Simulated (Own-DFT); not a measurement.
# One host, several defects: C11b WSi2

Calculated, not measured: single-point runs of Own-DFT, a retired in-house plane-wave DFT program that no person has reviewed, on unrelaxed cells, without spin or spin-orbit coupling.

Method: PBE; PseudoDojo norm-conserving scalar-relativistic files; cutoff 50 hartree; 5 x 5 x 5 k mesh centred on Gamma; cold (Marzari-Vanderbilt) smearing of 0.2 eV.

Limits: forces on such cells failed a check on a denser k mesh; stress not checked against mesh or cutoff.

All runs share one cell, with vectors in Å (-2.148, -5.953, 3.409); (-6.444, 2.976, 1.136); (-2.553, -2.948, -6.757) and a volume of 403.2 Å³. Atoms were moved at random from their sites; u is the rms move along one axis. The defect's site can differ from row to row.

| cell | formula | u (Å) | P (GPa) |
|---|---|---|---|
| no defect | Si20W10 | 0.0187 | 4.50 |
| no defect | Si20W10 | 0.0232 | 4.63 |
| no defect | Si20W10 | 0.0471 | 5.73 |
| one Si on a W site | Si21W9 | 0.0255 | 6.08 |
| one Si on a W site | Si21W9 | 0.0292 | 6.25 |
| one Si on a W site | Si21W9 | 0.0521 | 7.18 |
| one W on a Si site | Si19W11 | 0.0313 | 10.19 |
| one W on a Si site | Si19W11 | 0.0352 | 10.64 |
| one W on a Si site | Si19W11 | 0.0467 | ? |
| one W on a Si site | Si19W11 | 0.0576 | 10.59 |
| one Si vacancy | Si19W10 | 0.0304 | 3.11 |
| one Si vacancy | Si19W10 | 0.0307 | 3.12 |
| one Si vacancy | Si19W10 | 0.0512 | 4.21 |

## What the rows give

P = P0 + c u² + a shift for each defect gives P0 = 4.51 GPa, c = 433 ± 99 GPa/Å² and a scatter of 0.31 GPa. The shifts, and each times the cell's volume:

- one W on a Si site: 5.16 ± 0.27 GPa, 13.0 eV
- one Si on a W site: 1.39 ± 0.26 GPa, 3.5 eV
- one Si vacancy: -1.67 ± 0.26 GPa, -4.2 eV

A positive shift means that the defect pushes the cell outwards. Shift times volume (160.2 GPa Å³ is 1 eV) depends little on the cell's size, so, taken for each site, it can be compared between cells at like pressure. The atoms around the defects weren't relaxed, which would change these numbers.

## Withheld run

Question: what pressure belongs in the blank (one W on a Si site, u = 0.0467 Å)?

Estimate: 10.62 ± 0.36 GPa. The calculation gave 10.40 GPa.
